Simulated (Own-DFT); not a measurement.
# Which arrangement is lower? As32Ga32, 64 atoms

All numbers below are calculated, not measured. The program, named Own-DFT, is a retired in-house plane-wave density functional code that no person has reviewed. Each row is one single-point run on a periodic cell that was not relaxed, without spin or spin-orbit coupling.

Settings of every run: PBE; PseudoDojo norm-conserving scalar-relativistic files; cutoff 42 hartree; 3 x 3 x 3 k mesh centred on Gamma; Fermi-Dirac smearing of 0.1 eV.

Known limits, some of them of some rows only: not probed for a lower state with spin; forces on such cells failed a check on a denser k mesh; forces not confirmed at this smearing and k mesh; stress not checked against mesh or cutoff.

All cells hold the same atoms in the same cell, with vectors in Å (11.307, 0.000, 0.000); (0.000, 11.307, 0.000); (0.000, 0.000, 11.307). Every atom was moved at random from its ideal site; u is the rms move along one axis. The defect's site can differ from row to row. E is the free energy of the cell above the lowest run. The arrangements:

- A: zincblende GaAs
- B: zincblende GaAs, with one As on a Ga site and one Ga on an As site, 2.4 Å apart

| arrangement | u (Å) | E (eV) | P (GPa) |
|---|---|---|---|
| A | 0.0195 | 0.000 | 3.51 |
| A | 0.0196 | 0.020 | 3.52 |
| A | 0.0209 | 0.044 | 3.52 |
| A | 0.0459 | 2.001 | 3.97 |
| A | 0.0511 | 2.471 | 4.05 |
| A | 0.0517 | 2.228 | 3.99 |
| B | 0.0273 | 2.990 | 3.92 |
| B | 0.0294 | 3.213 | 3.97 |
| B | 0.0313 | 2.951 | 3.90 |
| B | 0.0498 | 4.697 | 4.29 |
| B | 0.0503 | 4.669 | 4.31 |
| B | 0.0520 | 4.807 | 4.28 |

Question: once the cost of the random moves is taken out, how do the arrangements rank?

## Worked answer

Fit E = a + b u², with one b for all and one a for each arrangement, and with residuals divided by u², since the noise grows with the moves. Then b = 1023 eV/Å², the scatter at u = 0.04 Å is 0.18 eV, and against A:

- B: 2.57 ± 0.07 eV (higher)

These are energies of unrelaxed cells. Relaxing the atoms lowers the strained arrangements most, so the gaps would shrink and small ones could change sign.
